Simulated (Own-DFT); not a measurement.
# Response to strain: 4H SiC, 72 atoms (C36Si36)

Calculated results; nothing here was measured. The program, named Own-DFT, is a retired in-house plane-wave density functional code that no person has reviewed. Each row is one single-point run on a periodic cell that was not relaxed, without spin or spin-orbit coupling.

Settings of every run: PBE; PseudoDojo norm-conserving scalar-relativistic files; cutoff 42 hartree; 4 x 4 x 3 k mesh centred on Gamma; Fermi-Dirac smearing of 0.1 eV.

Known limits: forces on such cells passed a denser k mesh, each cell not checked; stress not checked against mesh or cutoff.

Unstrained cell vectors in Å: (9.248, 0.000, 0.000); (-4.624, 8.009, 0.000); (0.000, 0.000, 10.068). The unstrained cell has measured lattice constants (interpolated for alloys), not those of this functional. That, the random moves and any unrelaxed bonds set the pressure at no strain. Each run strains this cell uniformly, with the atoms carried along. Every atom was also moved at random, by a Gaussian of width 0.05 Å on each axis. Strain is the symmetric tensor, in per cent. Stress is positive in tension, and the pressure is minus a third of its trace.

```
run  e_xx (%)  e_yy (%)  e_zz (%)  e_yz (%)  e_xz (%)  e_xy (%)  s_xx (GPa)  s_yy (GPa)  s_zz (GPa)  s_yz (GPa)  s_xz (GPa)  s_xy (GPa)  P (GPa)  E (meV/atom)
  1     -1.01     -0.47      1.29     -0.06      0.66     -1.83      -11.32       -7.95        1.60        0.48        2.53       -8.03     5.89          19.7
  2      1.84     -1.87      1.07      0.04      1.92      1.36        3.47      -14.65       -1.59       -1.11        6.71        6.90     4.26          50.9
  3      0.81     -1.51      1.59     -0.16      0.29      1.69       -0.71      -11.50        2.33       -0.54        1.26        7.20     3.29          11.5
  4     -1.54      0.58      0.55     -1.26     -1.88     -1.74      -13.35       -3.26       -4.49       -3.78       -6.70       -8.42     7.03          47.7
  5     -0.28     -1.35      1.52      1.65      1.10      0.63       -7.23      -15.21        2.08        5.76        4.57        3.57     6.79          39.5
  6     -0.42     -1.10      0.98      1.10     -1.15      0.22       -8.54      -11.55        0.26        4.04       -4.84        2.04     6.61           2.6
  7     -1.28     -0.26     -0.32     -1.26      0.07      1.88      -11.95       -9.26       -9.57       -4.68        0.80        8.92    10.26          39.0
  8      0.89      0.41      0.05     -1.19      1.47     -0.99        1.42       -1.09       -6.20       -3.28        5.43       -4.53     1.96           5.1
  9     -1.77      0.92     -1.72     -1.06      1.44      1.16      -15.95       -0.72      -19.63       -3.74        4.82        6.14    12.10          49.2
 10      0.58     -1.76     -0.90      0.80      1.93      0.09       -2.52      -15.93      -13.28        1.89        6.64        0.27    10.58          32.3
 11     -1.54      0.44      0.38     -0.12     -0.92      0.17      -10.64       -4.27       -5.06       -0.41       -2.16        2.05     6.66           6.9
 12      1.69     -0.81     -1.25     -1.49     -1.02     -1.86        2.29       -7.94      -13.73       -5.53       -3.13       -8.63     6.46          30.6
 13      1.06      1.41      0.30      0.85      1.54      0.84        1.46        2.73       -3.08        3.08        5.16        3.27    -0.37          24.0
 14     -1.36      1.21     -0.40      0.98     -1.35      0.71      -13.59        1.05       -7.87        3.40       -4.77        4.33     6.80          14.6
 15     -0.32      1.13     -0.59     -1.01     -0.20     -0.24       -4.30        0.72       -9.82       -3.90        0.07       -0.55     4.47           0.0
 16      0.87     -0.09     -1.94     -1.37      0.25     -1.80       -0.01       -6.67      -17.27       -4.70        0.70       -7.85     7.98          20.1
 17     -1.96      1.30     -1.00     -0.62      1.68     -1.44           ?           ?           ?           ?           ?           ?        ?             ?
```

E is the free energy for each atom above the lowest run shown.

## Worked fit

Each stress component was fitted by least squares to a constant and the strains of the runs shown, as fractions, with shears doubled. Shear strains stay in the fit of a normal stress only where such slopes are resolved. The slopes, in GPa:

| stress | at no strain | per e_xx | per e_yy | per e_zz | scatter |
|---|---|---|---|---|---|
| s_xx | -5.0 | 559 ± 32 | 78 ± 38 | 29 ± 33 | 1.32 |
| s_yy | -5.4 | 89 ± 28 | 591 ± 33 | 24 ± 29 | 1.14 |
| s_zz | -6.6 | 53 ± 26 | 65 ± 31 | 630 ± 27 | 1.07 |

Each shear stress against twice its own strain: yz 171 ± 7, xz 176 ± 7, xy 231 ± 7 GPa. These are stiffnesses along x, y and z of the frame in which the cell vectors are given, which need not be the crystal's axes. The atoms are held to the strained lattice; where symmetry lets them move under strain, relaxing them would lower some slopes. The table should be nearly symmetric about its diagonal, and what it lacks of that shows the noise. A ninth of its sum, 235 ± 10 GPa, estimates the bulk modulus near the mean pressure of these runs, 6.3 GPa, so it lies above the value at zero pressure.

## Withheld run

Question: what normal stresses and pressure should run 17 give?

The fit gives s_xx = -15.2, s_yy = 0.4, s_zz = -13.1 and P = 9.3 GPa. The calculation gave -15.63, 0.03, -13.89 and P = 9.83 GPa.
